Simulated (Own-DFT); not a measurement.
# One trend across several semiconductors

Everything here is calculated. The program is Own-DFT (plane waves, in-house, since retired, never reviewed by a person); positions were held fixed, and spin and spin-orbit coupling were off.

Limits (not all hold for every row): forces on such cells moved up to 12 meV/angstrom on a denser k mesh; forces not confirmed at this smearing and k mesh; k mesh not checked against a denser one; forces on such cells passed a denser k mesh, each cell not checked; stress not checked against mesh or cutoff.

All runs are PBE with PseudoDojo norm-conserving files; cutoff and k mesh are each material's own. Every cell starts from measured lattice constants and was given uniform random strains and small random moves of its atoms. Each triple is the change of volume in per cent, the rms move u in Å and the pressure in GPa.

- 3C SiC (C48Si48), 10.36 Å³/atom unstrained: (-3.04, 0.052, 13.89); (-1.90, 0.051, 10.06); (-1.60, 0.051, 9.44); (0.01, 0.048, 5.34); (0.30, 0.044, 4.40); (2.57, 0.051, 0.24); (3.50, 0.052, -1.74)
- wurtzite AlN (Al64N64), 10.45 Å³/atom unstrained: (-1.28, 0.051, 9.01); (0.14, 0.048, 5.07); (1.32, 0.051, 3.42); (1.34, 0.046, 2.80); (1.70, 0.049, 2.11); (2.20, 0.050, 1.49); (2.33, 0.048, 1.03)
- wurtzite GaN (Ga48N48), 11.42 Å³/atom unstrained: (-3.79, 0.049, 16.42); (-0.43, 0.051, 8.88); (-0.40, 0.051, 8.73); (0.53, 0.051, 7.41); (0.67, 0.050, 6.46); (1.24, 0.050, 5.51); (2.53, 0.047, 2.58)
- diamond silicon (Si64), 20.02 Å³/atom unstrained: (-3.98, 0.053, 7.15); (-2.38, 0.048, 5.04); (-0.67, 0.051, 3.32); (0.42, 0.045, 2.27); (1.44, 0.053, 1.60); (1.51, 0.051, 1.34); (2.39, 0.053, 0.61)
- zincblende GaP (Ga32P32), 20.24 Å³/atom unstrained: withheld
- zincblende InP (In48P48), 25.27 Å³/atom unstrained: (-3.57, 0.050, 6.48); (-0.55, 0.051, 4.02); (0.40, 0.055, 3.65); (0.75, 0.050, 3.07); (0.88, 0.058, 3.21); (1.52, 0.048, 2.57); (2.07, 0.050, 2.11)
- grey tin (Sn64), 34.15 Å³/atom unstrained: (-1.72, 0.047, 4.79); (-1.72, 0.053, 4.92); (-1.53, 0.045, 4.57); (-0.84, 0.051, 4.37); (-0.40, 0.050, 4.08); (0.26, 0.046, 3.51); (1.26, 0.048, 3.14)

## Working it out

Fit a line to each set against the fractional change of volume; B is minus its slope, and u is nearly the same within a set. To take it to zero pressure, assume that B rises by 4 GPa for each GPa: B0 = B - 4 x (mean pressure). The bond length of an ideal tetrahedral crystal with the unstrained volume v is d = (√3/4)(8 v)^(1/3). Cohen's empirical rule reads B0 = (1971 - 220 L) d^(-3.5) GPa, with L = 0 for group IV crystals and SiC and 1 for III-V compounds.

| material | L | d (Å) | B (GPa) | mean P (GPa) | B0 (GPa) | rule (GPa) |
|---|---|---|---|---|---|---|
| 3C SiC (C48Si48) | 0 | 1.888 | 232 ± 11 | 5.9 | 208 ± 11 | 213 |
| wurtzite AlN (Al64N64) | 1 | 1.893 | 214 ± 12 | 3.6 | 199 ± 12 | 188 |
| wurtzite GaN (Ga48N48) | 1 | 1.950 | 217 ± 5 | 8.0 | 185 ± 5 | 169 |
| diamond silicon (Si64) | 0 | 2.352 | 100 ± 4 | 3.0 | 88 ± 4 | 99 |
| zincblende GaP (Ga32P32) | 1 | 2.360 | ? | ? | ? | 87 |
| zincblende InP (In48P48) | 1 | 2.541 | 76 ± 3 | 3.6 | 62 ± 3 | 67 |
| grey tin (Sn64) | 0 | 2.810 | 58 ± 4 | 4.2 | 42 ± 4 | 53 |

A line through ln[B0/(1971 - 220 L)] against ln d has a slope of -4.1 ± 0.2 and a scatter of 6 %. Against the rule, B0 stands at 98 % for 3C SiC, 106 % for wurtzite AlN, 110 % for wurtzite GaN, 89 % for diamond silicon, 92 % for zincblende InP, 78 % for grey tin. PBE tends to make silicon and heavier crystals too soft, and the rule itself is only a guide.

## Withheld run

Question: what B0 does the fitted trend give for zincblende GaP (Ga32P32)?

The line gives 79 GPa. Its own runs give B = 92 ± 4 GPa at a mean pressure of 4.2 GPa, so B0 = 75 GPa.
